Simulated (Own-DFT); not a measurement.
# Point defects and the pressure they add: C40 NbSi2

The numbers are computed, not measured, by runs of the plane-wave DFT program Own-DFT (in-house, retired, unreviewed) at fixed positions, with no spin and no spin-orbit coupling.

Common settings: PBE; PseudoDojo norm-conserving scalar-relativistic files; cutoff 42 hartree; 4 x 4 x 5 k mesh centred on Gamma; cold (Marzari-Vanderbilt) smearing of 0.2 eV.

Known weak points: forces on such cells failed a check on a denser k mesh; stress not checked against mesh or cutoff.

All runs share one cell, with vectors in Å (0.000, 8.324, 0.000); (-9.613, 0.000, 0.000); (0.000, 0.000, 6.586) and a volume of 527.0 Å³. The atoms are randomly displaced, by u rms on each axis. The defect's site can differ from row to row.

```
cell,formula,u (Å),P (GPa)
no defect,Nb12Si24,0.0181,1.46
no defect,Nb12Si24,0.0186,1.49
no defect,Nb12Si24,0.0524,2.66
two Nb vacancies,Nb10Si24,0.0290,0.15
two Nb vacancies,Nb10Si24,0.0472,0.43
two Nb vacancies,Nb10Si24,0.0532,0.74
two Si on a Nb site each,Nb10Si26,0.0290,1.74
two Si on a Nb site each,Nb10Si26,0.0297,1.51
two Si on a Nb site each,Nb10Si26,0.0490,2.41
one Si vacancy,Nb12Si23,0.0282,?
one Si vacancy,Nb12Si23,0.0324,1.12
one Si vacancy,Nb12Si23,0.0420,1.40
one Si vacancy,Nb12Si23,0.0514,2.05
two Nb on a Si site each,Nb14Si22,0.0315,7.64
two Nb on a Si site each,Nb14Si22,0.0497,7.97
two Nb on a Si site each,Nb14Si22,0.0520,8.32
```

## Analysis

P = P0 + c u² + a shift for each defect gives P0 = 1.37 GPa, c = 440 ± 47 GPa/Å² and a scatter of 0.15 GPa. The shifts, and each times the cell's volume:

- two Nb on a Si site each: 5.71 ± 0.13 GPa, 18.8 eV (9.4 eV for each of its 2 sites)
- two Si on a Nb site each: -0.09 ± 0.13 GPa, -0.3 eV (-0.1 eV for each of its 2 sites) (not resolved)
- one Si vacancy: -0.65 ± 0.13 GPa, -2.1 eV
- two Nb vacancies: -1.79 ± 0.13 GPa, -5.9 eV (-2.9 eV for each of its 2 sites)

A positive shift means that the defect pushes the cell outwards. Shift times volume (160.2 GPa Å³ is 1 eV) depends little on the cell's size, so, taken for each site, it can be compared between cells at like pressure. The atoms around the defects weren't relaxed, which would change these numbers.

## Check

Q: what pressure belongs in the blank (one Si vacancy, u = 0.0282 Å)?

The fitted form gives 1.07 ± 0.18 GPa. DFT gave 0.87 GPa.
